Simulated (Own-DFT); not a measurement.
Simulation results for Ti$_{5}$Si$_{3}$ (Ti5Si3 crystal, atoms displaced)

All values are calculated (Own-DFT development build). A calculation, not a measurement: plane-wave PBEsol density functional theory by an unreviewed code, no spin, of a simulated periodic cell, stress positive in tension, free energy of the whole cell less one offset for each atom, forces on such cells passed a denser k mesh, this cell's mesh not checked; offsets are fitted by least squares, one for each functional and potential file, so energies compare only between cells with the same atoms and settings and are not formation energies; the far tail of each file's local potential was reset to the Coulomb form; each entry is a single point on an unrelaxed cell, so the pressure reflects the starting lattice, taken from the Materials Project, from which strain is counted, and rises with the displacements; printed positions are rounded, which can move forces by about a meV/angstrom; the program is a retired in-house code; no spin-orbit coupling.

Common to all runs: functional PBEsol; potential files PseudoDojo norm-conserving, scalar-relativistic, made for PBE, standard set; wave cutoff 42 hartree; occupations cold (Marzari-Vanderbilt); smearing width 0.2 eV; k mesh 4 x 4 x 4 centred on Gamma.

```yaml
- entry: 1
  formula: Ti5Si3
  kind: "Ti5Si3 crystal, atoms displaced"
  structure:
    cell_angstrom:
      - [7.4471, 0.0, -5.115]
      - [3.7235, 6.4494, 5.115]
      - [3.7235, -6.4494, 5.115]
    atoms_fractional:
      - [Ti, 0.00348, 0.33553, 0.66451]
      - [Ti, 0.16219, 0.49772, 0.16251]
      - [Ti, 0.33203, 0.33591, 0.00442]
      - [Ti, 0.83284, 0.49745, 0.83554]
      - [Ti, 0.08218, 0.16394, 0.16817]
      - [Ti, 0.8323, 0.41474, 0.16579]
      - [Ti, 0.49819, 0.49963, 0.75186]
      - [Ti, 0.83045, 0.17055, 0.918]
      - [Ti, 0.17006, 0.58597, 0.8351]
      - [Ti, 0.24775, 0.49889, 0.50069]
      - [Si, 0.32456, 0.28496, 0.28572]
      - [Si, 0.94881, 0.65212, 0.04766]
      - [Si, 0.61603, 0.3837, 0.99156]
      - [Si, 0.71547, 0.28402, 0.67919]
      - [Si, 0.04758, 0.34801, 0.95234]
      - [Si, 0.01053, 0.37934, 0.37925]
      - [Ti, 0.66204, 0.6661, 0.0005]
      - [Ti, 0.83221, 0.83508, 0.4997]
      - [Ti, 0.00259, 0.66951, 0.33157]
      - [Ti, 0.50019, 0.83124, 0.16668]
      - [Ti, 0.74859, 0.49804, 0.50093]
      - [Ti, 0.49746, 0.7478, 0.49883]
      - [Ti, 0.16706, 0.83487, 0.08464]
      - [Ti, 0.50219, 0.49843, 0.24867]
      - [Ti, 0.83223, 0.91419, 0.17155]
      - [Ti, 0.91915, 0.83606, 0.83152]
      - [Si, 0.99443, 0.62245, 0.61728]
      - [Si, 0.61872, 0.98663, 0.38233]
      - [Si, 0.28783, 0.71355, 0.32424]
      - [Si, 0.38043, 0.61707, 0.00659]
      - [Si, 0.71662, 0.67833, 0.28449]
      - [Si, 0.67816, 0.71274, 0.71295]
      - [Ti, 0.33349, 0.00133, 0.33447]
      - [Ti, 0.49749, 0.16832, 0.82939]
      - [Ti, 0.667, 0.99944, 0.665]
      - [Ti, 0.16504, 0.17019, 0.50008]
      - [Ti, 0.41533, 0.83792, 0.83499]
      - [Ti, 0.16534, 0.08382, 0.8329]
      - [Ti, 0.83286, 0.1634, 0.41831]
      - [Ti, 0.16779, 0.83346, 0.57963]
      - [Ti, 0.50018, 0.24903, 0.50382]
      - [Ti, 0.58283, 0.1692, 0.16782]
      - [Si, 0.65648, 0.95425, 0.95195]
      - [Si, 0.28708, 0.32022, 0.71106]
      - [Si, 0.95512, 0.04642, 0.65486]
      - [Si, 0.0483, 0.95275, 0.34826]
      - [Si, 0.38039, 0.01256, 0.62159]
      - [Si, 0.34582, 0.0442, 0.04863]
  results:
    "free_energy_of_cell_above_offsets [eV]": "-0.633"
    "pressure [GPa]": -2.51
    "stress_xx [GPa]": 2.29
    "stress_yy [GPa]": 2.49
    "stress_zz [GPa]": 2.76
    "stress_yz [GPa]": 0.08
    "stress_xz [GPa]": -0.04
    "stress_xy [GPa]": 0.16
    force_element: [Ti, Ti, Ti, Ti, Ti, Ti, Ti, Ti, Ti, Ti, Si, Si, Si, Si, Si, Si, Ti, Ti, Ti, Ti, Ti, Ti, Ti, Ti, Ti, Ti, Si, Si, Si, Si, Si, Si, Ti, Ti, Ti, Ti, Ti, Ti, Ti, Ti, Ti, Ti, Si, Si, Si, Si, Si, Si]
    "force_x [eV/angstrom]": [-0.265, 0.826, -0.449, -0.071, 0.13, 0.058, 0.093, 0.097, -0.586, 0.05, -0.081, 0.306, -0.16, 0.058, -0.28, -0.022, 0.384, 0.023, -0.255, 0.003, 0.232, 0.454, -0.299, -0.041, -0.022, -0.204, -0.474, -0.139, -0.407, 0.428, -0.145, 0.059, -0.077, 0.468, 0.104, 0.017, -0.03, 0.287, 0.146, 0.276, -0.148, -0.079, -0.049, 0.174, -0.107, -0.111, -0.267, 0.094]
    "force_y [eV/angstrom]": [-0.256, -0.157, 0.064, 0.491, 0.383, -0.008, 0.1, -0.032, 0.132, 0.158, -0.033, 0.391, -0.025, 0.157, -0.247, 0.147, 0.246, -0.238, -0.319, 0.061, 0.208, -0.097, -0.298, 0.1, 0.387, -0.437, -0.417, 0.244, 0.178, -0.157, -0.293, -0.025, -0.13, -0.489, -0.133, -0.151, -0.258, -0.093, 0.18, -0.06, 0.253, -0.219, -0.167, -0.173, 0.197, 0.21, 0.153, 0.468]
    "force_z [eV/angstrom]": [0.424, 0.317, -0.717, -0.038, -0.014, 0.036, -0.207, -0.194, -0.048, -0.104, 0.277, 0.128, -0.334, -0.013, -0.272, 0.135, -0.311, -0.288, -0.013, 0.178, -0.039, 0.03, -0.07, 0.262, -0.084, 0.036, 0.277, 0.027, -0.189, 0.438, 0.043, 0.089, -0.108, 0.228, 0.21, -0.477, -0.258, 0.033, 0.055, 0.135, -0.131, -0.142, 0.093, 0.36, 0.217, -0.007, -0.13, 0.16]
- entry: 2
  formula: Ti5Si3
  kind: "Ti5Si3 crystal, atoms displaced"
  structure:
    cell_angstrom:
      - [7.4471, 0.0, -5.115]
      - [3.7235, 6.4494, 5.115]
      - [3.7235, -6.4494, 5.115]
    atoms_fractional:
      - [Ti, 0.99857, 0.33313, 0.66808]
      - [Ti, 0.16653, 0.50192, 0.16617]
      - [Ti, 0.33477, 0.33331, 0.99978]
      - [Ti, 0.83463, 0.50108, 0.8328]
      - [Ti, 0.08205, 0.16953, 0.17145]
      - [Ti, 0.82871, 0.41448, 0.16819]
      - [Ti, 0.49594, 0.50198, 0.75414]
      - [Ti, 0.83147, 0.1682, 0.91622]
      - [Ti, 0.16792, 0.58271, 0.83543]
      - [Ti, 0.25007, 0.49685, 0.50276]
      - [Si, 0.32223, 0.28457, 0.28421]
      - [Si, 0.95248, 0.65592, 0.04456]
      - [Si, 0.61794, 0.38089, 0.99508]
      - [Si, 0.71293, 0.28952, 0.68182]
      - [Si, 0.04699, 0.346, 0.94933]
      - [Si, 0.01143, 0.37944, 0.38024]
      - [Ti, 0.66674, 0.6678, 0.99552]
      - [Ti, 0.83163, 0.82876, 0.49984]
      - [Ti, 0.00147, 0.66928, 0.33447]
      - [Ti, 0.49841, 0.83444, 0.16868]
      - [Ti, 0.7475, 0.49669, 0.50012]
      - [Ti, 0.49953, 0.75521, 0.49967]
      - [Ti, 0.16614, 0.83367, 0.07968]
      - [Ti, 0.49772, 0.50021, 0.24949]
      - [Ti, 0.8367, 0.91571, 0.16592]
      - [Ti, 0.9178, 0.83404, 0.83314]
      - [Si, 0.99087, 0.62201, 0.61999]
      - [Si, 0.6217, 0.98764, 0.38127]
      - [Si, 0.28775, 0.7152, 0.31678]
      - [Si, 0.38164, 0.62012, 0.0113]
      - [Si, 0.71217, 0.67611, 0.28387]
      - [Si, 0.67957, 0.71441, 0.71722]
      - [Ti, 0.33363, 0.99933, 0.33528]
      - [Ti, 0.49926, 0.16283, 0.83248]
      - [Ti, 0.66543, 0.00198, 0.66613]
      - [Ti, 0.16746, 0.16815, 0.49933]
      - [Ti, 0.41638, 0.83376, 0.8346]
      - [Ti, 0.16741, 0.08556, 0.83241]
      - [Ti, 0.83281, 0.16842, 0.4186]
      - [Ti, 0.16506, 0.83681, 0.58168]
      - [Ti, 0.49829, 0.25016, 0.49949]
      - [Ti, 0.58343, 0.17071, 0.16486]
      - [Si, 0.65545, 0.95105, 0.95282]
      - [Si, 0.28558, 0.32222, 0.71525]
      - [Si, 0.95364, 0.04753, 0.65211]
      - [Si, 0.04724, 0.95347, 0.34513]
      - [Si, 0.38247, 0.00948, 0.62366]
      - [Si, 0.34868, 0.0439, 0.04858]
  results:
    "free_energy_of_cell_above_offsets [eV]": "-0.670"
    "pressure [GPa]": -2.54
    "stress_xx [GPa]": 2.57
    "stress_yy [GPa]": 2.26
    "stress_zz [GPa]": 2.78
    "stress_yz [GPa]": -0.06
    "stress_xz [GPa]": -0.1
    "stress_xy [GPa]": 0.01
    force_element: [Ti, Ti, Ti, Ti, Ti, Ti, Ti, Ti, Ti, Ti, Si, Si, Si, Si, Si, Si, Ti, Ti, Ti, Ti, Ti, Ti, Ti, Ti, Ti, Ti, Si, Si, Si, Si, Si, Si, Ti, Ti, Ti, Ti, Ti, Ti, Ti, Ti, Ti, Ti, Si, Si, Si, Si, Si, Si]
    "force_x [eV/angstrom]": [0.0, -0.147, -0.197, -0.178, -0.121, 0.52, 0.216, 0.009, -0.135, -0.017, 0.063, 0.079, -0.236, -0.362, 0.241, 0.077, 0.163, 0.269, -0.347, 0.169, 0.29, -0.057, 0.105, 0.078, -0.251, -0.042, -0.227, -0.078, -0.085, -0.014, 0.245, -0.35, 0.06, 0.424, 0.186, 0.069, 0.004, 0.015, -0.083, 0.085, 0.168, -0.064, 0.109, -0.027, -0.048, 0.017, -0.409, -0.185]
    "force_y [eV/angstrom]": [0.256, -0.173, -0.077, -0.124, 0.297, 0.131, 0.04, -0.055, 0.157, 0.617, 0.008, -0.348, 0.749, -0.057, -0.473, 0.21, -0.53, 0.278, -0.06, 0.078, 0.333, -0.276, -0.149, -0.029, -0.001, 0.098, -0.222, 0.365, -0.524, -0.109, -0.002, 0.375, 0.101, 0.188, -0.158, -0.19, -0.076, -0.201, -0.038, -0.15, -0.159, -0.758, 0.095, -0.091, -0.205, -0.016, 0.485, 0.39]
    "force_z [eV/angstrom]": [-0.193, -0.076, 0.121, 0.125, -0.314, -0.154, -0.275, -0.061, 0.017, -0.007, 0.117, 0.124, -0.35, -0.091, 0.103, 0.217, 0.353, 0.266, -0.241, -0.504, 0.041, -0.19, 0.114, -0.014, 0.136, 0.026, -0.119, 0.045, 0.258, 0.088, -0.004, -0.061, 0.103, 0.479, -0.341, -0.003, -0.075, -0.015, -0.031, -0.163, -0.025, -0.068, 0.079, -0.021, 0.086, 0.072, 0.048, 0.379]
- entry: 3
  formula: Ti5Si3
  kind: "Ti5Si3 crystal, atoms displaced"
  structure:
    cell_angstrom:
      - [7.4471, 0.0, -5.115]
      - [3.7235, 6.4494, 5.115]
      - [3.7235, -6.4494, 5.115]
    atoms_fractional:
      - [Ti, 0.00459, 0.33308, 0.6683]
      - [Ti, 0.16762, 0.49942, 0.16857]
      - [Ti, 0.33164, 0.33508, 0.99773]
      - [Ti, 0.83484, 0.49878, 0.8343]
      - [Ti, 0.08137, 0.16625, 0.16524]
      - [Ti, 0.82924, 0.41524, 0.16716]
      - [Ti, 0.50166, 0.49834, 0.7472]
      - [Ti, 0.83021, 0.16846, 0.91786]
      - [Ti, 0.17059, 0.58466, 0.83162]
      - [Ti, 0.24978, 0.49927, 0.50122]
      - [Si, 0.32217, 0.28404, 0.28891]
      - [Si, 0.95433, 0.65465, 0.04689]
      - [Si, 0.62168, 0.38448, 0.98627]
      - [Si, 0.71219, 0.28409, 0.67836]
      - [Si, 0.04501, 0.34301, 0.95338]
      - [Si, 0.01347, 0.37559, 0.3806]
      - [Ti, 0.66315, 0.66742, 0.00079]
      - [Ti, 0.82942, 0.83321, 0.49656]
      - [Ti, 0.99853, 0.66297, 0.33336]
      - [Ti, 0.49816, 0.83427, 0.16306]
      - [Ti, 0.74803, 0.50061, 0.50312]
      - [Ti, 0.50363, 0.74934, 0.50133]
      - [Ti, 0.16805, 0.83332, 0.08085]
      - [Ti, 0.49951, 0.49896, 0.24724]
      - [Ti, 0.83273, 0.91539, 0.16627]
      - [Ti, 0.91831, 0.83222, 0.83419]
      - [Si, 0.98534, 0.62311, 0.62307]
      - [Si, 0.61972, 0.99156, 0.38094]
      - [Si, 0.28841, 0.7158, 0.31964]
      - [Si, 0.38746, 0.61715, 0.00919]
      - [Si, 0.71578, 0.6778, 0.28494]
      - [Si, 0.68065, 0.71534, 0.71165]
      - [Ti, 0.33046, 0.99843, 0.33317]
      - [Ti, 0.49987, 0.17024, 0.83725]
      - [Ti, 0.66779, 0.00225, 0.66766]
      - [Ti, 0.17078, 0.16757, 0.4994]
      - [Ti, 0.41906, 0.83156, 0.83673]
      - [Ti, 0.16622, 0.08534, 0.83257]
      - [Ti, 0.83585, 0.16757, 0.41391]
      - [Ti, 0.16495, 0.83193, 0.57884]
      - [Ti, 0.4991, 0.25027, 0.49727]
      - [Ti, 0.58122, 0.16854, 0.1666]
      - [Si, 0.65485, 0.95326, 0.95343]
      - [Si, 0.28347, 0.31985, 0.71232]
      - [Si, 0.95376, 0.04552, 0.65593]
      - [Si, 0.04673, 0.95178, 0.34422]
      - [Si, 0.38251, 0.01505, 0.62065]
      - [Si, 0.34108, 0.04677, 0.04418]
  results:
    "free_energy_of_cell_above_offsets [eV]": "-0.655"
    "pressure [GPa]": -2.57
    "stress_xx [GPa]": 2.42
    "stress_yy [GPa]": 2.45
    "stress_zz [GPa]": 2.84
    "stress_yz [GPa]": -0.11
    "stress_xz [GPa]": 0.0
    "stress_xy [GPa]": 0.06
    force_element: [Ti, Ti, Ti, Ti, Ti, Ti, Ti, Ti, Ti, Ti, Si, Si, Si, Si, Si, Si, Ti, Ti, Ti, Ti, Ti, Ti, Ti, Ti, Ti, Ti, Si, Si, Si, Si, Si, Si, Ti, Ti, Ti, Ti, Ti, Ti, Ti, Ti, Ti, Ti, Si, Si, Si, Si, Si, Si]
    "force_x [eV/angstrom]": [-0.541, -0.06, 0.116, -0.114, 0.165, 0.455, 0.006, 0.054, -0.187, -0.056, -0.243, -0.117, -0.4, 0.322, 0.277, 0.046, 0.54, 0.464, 0.332, 0.318, 0.064, -0.326, -0.116, 0.129, 0.022, -0.068, -0.121, -0.273, -0.205, -0.576, -0.325, 0.088, 0.341, -0.233, -0.191, -0.532, -0.11, -0.073, -0.199, 0.424, 0.336, -0.096, 0.045, 0.607, -0.085, -0.056, -0.25, 0.403]
    "force_y [eV/angstrom]": [0.211, 0.214, -0.317, 0.175, -0.166, -0.016, 0.02, 0.015, -0.198, 0.276, 0.576, -0.111, -0.326, 0.247, 0.173, 0.392, 0.206, -0.067, 0.026, -0.248, 0.147, 0.313, -0.243, -0.07, 0.023, 0.106, -0.028, -0.018, -0.405, -0.141, -0.073, -0.405, 0.156, 0.012, -0.13, -0.296, 0.512, -0.073, -0.382, 0.025, -0.215, 0.098, 0.109, -0.001, 0.247, 0.028, -0.293, -0.085]
    "force_z [eV/angstrom]": [0.224, -0.214, 0.079, 0.127, -0.09, -0.091, 0.144, -0.206, 0.104, 0.025, -0.123, 0.049, 0.175, -0.081, 0.09, 0.249, -0.55, -0.09, 0.048, 0.211, -0.254, 0.097, 0.026, 0.09, 0.047, 0.171, -0.323, -0.007, 0.043, 0.362, 0.062, 0.138, -0.217, -0.39, -0.054, 0.184, -0.007, -0.048, 0.136, 0.064, 0.061, -0.099, -0.081, -0.093, -0.011, 0.011, -0.129, 0.141]
- entry: 4
  formula: Ti5Si3
  kind: "Ti5Si3 crystal, atoms displaced"
  structure:
    cell_angstrom:
      - [7.4471, 0.0, -5.115]
      - [3.7235, 6.4494, 5.115]
      - [3.7235, -6.4494, 5.115]
    atoms_fractional:
      - [Ti, 0.99611, 0.33267, 0.66373]
      - [Ti, 0.16786, 0.50018, 0.16398]
      - [Ti, 0.33051, 0.33542, 0.99951]
      - [Ti, 0.83088, 0.49964, 0.83199]
      - [Ti, 0.08137, 0.17041, 0.16334]
      - [Ti, 0.83372, 0.41924, 0.16897]
      - [Ti, 0.4983, 0.50052, 0.74969]
      - [Ti, 0.83271, 0.16375, 0.91213]
      - [Ti, 0.1654, 0.58324, 0.8377]
      - [Ti, 0.25268, 0.50251, 0.49762]
      - [Si, 0.32181, 0.28479, 0.28822]
      - [Si, 0.95243, 0.65632, 0.04874]
      - [Si, 0.61797, 0.38527, 0.98494]
      - [Si, 0.7134, 0.28351, 0.67491]
      - [Si, 0.05201, 0.34713, 0.95262]
      - [Si, 0.01016, 0.38158, 0.37892]
      - [Ti, 0.66772, 0.66916, 0.99969]
      - [Ti, 0.83406, 0.83507, 0.49772]
      - [Ti, 0.99893, 0.66625, 0.33247]
      - [Ti, 0.49961, 0.83281, 0.16805]
      - [Ti, 0.74969, 0.49816, 0.49971]
      - [Ti, 0.49212, 0.75299, 0.49727]
      - [Ti, 0.16728, 0.83306, 0.08188]
      - [Ti, 0.50089, 0.50353, 0.25076]
      - [Ti, 0.82953, 0.91915, 0.16333]
      - [Ti, 0.91569, 0.83297, 0.83379]
      - [Si, 0.98976, 0.61664, 0.62215]
      - [Si, 0.61783, 0.99036, 0.38097]
      - [Si, 0.28539, 0.71451, 0.3222]
      - [Si, 0.38526, 0.62328, 0.0066]
      - [Si, 0.71371, 0.68051, 0.28834]
      - [Si, 0.68075, 0.71767, 0.71399]
      - [Ti, 0.33047, 0.00315, 0.33592]
      - [Ti, 0.49924, 0.1634, 0.83281]
      - [Ti, 0.66536, 0.99607, 0.66323]
      - [Ti, 0.16742, 0.16609, 0.49973]
      - [Ti, 0.4172, 0.83533, 0.83384]
      - [Ti, 0.1649, 0.0867, 0.83616]
      - [Ti, 0.83075, 0.16443, 0.41316]
      - [Ti, 0.16443, 0.82965, 0.58231]
      - [Ti, 0.50152, 0.25538, 0.50029]
      - [Ti, 0.58187, 0.16313, 0.16916]
      - [Si, 0.65546, 0.95492, 0.95044]
      - [Si, 0.28569, 0.32528, 0.71679]
      - [Si, 0.95299, 0.04782, 0.65221]
      - [Si, 0.04688, 0.95532, 0.34574]
      - [Si, 0.38372, 0.01498, 0.61942]
      - [Si, 0.34589, 0.04796, 0.04535]
  results:
    "free_energy_of_cell_above_offsets [eV]": "-0.584"
    "pressure [GPa]": -2.55
    "stress_xx [GPa]": 2.32
    "stress_yy [GPa]": 2.47
    "stress_zz [GPa]": 2.87
    "stress_yz [GPa]": -0.03
    "stress_xz [GPa]": -0.06
    "stress_xy [GPa]": 0.05
    force_element: [Ti, Ti, Ti, Ti, Ti, Ti, Ti, Ti, Ti, Ti, Si, Si, Si, Si, Si, Si, Ti, Ti, Ti, Ti, Ti, Ti, Ti, Ti, Ti, Ti, Si, Si, Si, Si, Si, Si, Ti, Ti, Ti, Ti, Ti, Ti, Ti, Ti, Ti, Ti, Si, Si, Si, Si, Si, Si]
    "force_x [eV/angstrom]": [0.38, 0.249, 0.43, 0.226, 0.167, -0.392, 0.255, 0.444, -0.015, -0.234, 0.052, -0.116, -0.044, 0.152, -0.895, 0.173, 0.049, -0.078, 0.202, 0.012, 0.119, 0.824, 0.06, -0.374, 0.391, 0.09, -0.205, -0.193, -0.267, -0.29, -0.109, -0.589, -0.103, 0.291, 0.456, 0.101, -0.037, -0.192, 0.384, 0.46, -0.394, 0.052, -0.211, -0.407, -0.007, -0.299, -0.565, -0.004]
    "force_y [eV/angstrom]": [-0.202, -0.042, -0.235, -0.077, -0.491, 0.261, 0.2, 0.213, 0.294, -0.392, 0.52, 0.088, -0.679, -0.147, 0.148, -0.243, -0.067, -0.271, -0.025, 0.272, 0.168, -0.395, -0.021, -0.047, -0.35, 0.188, 0.384, -0.202, 0.292, -0.58, 0.077, -0.161, -0.023, 0.398, 0.159, 0.123, 0.217, 0.151, 0.114, 0.343, -0.11, 0.774, -0.249, 0.092, -0.205, 0.106, -0.116, -0.254]
    "force_z [eV/angstrom]": [-0.119, 0.375, -0.36, -0.097, -0.079, -0.119, -0.126, 0.232, -0.087, 0.093, -0.001, -0.076, -0.023, 0.163, 0.162, -0.09, -0.048, -0.051, 0.054, 0.179, 0.054, -0.2, 0.07, -0.06, -0.048, -0.038, 0.049, -0.077, 0.047, 0.156, -0.076, -0.149, -0.681, 0.313, 0.35, 0.471, -0.056, -0.258, 0.109, 0.085, -0.052, 0.019, 0.014, -0.152, 0.042, -0.199, 0.075, 0.209]
```
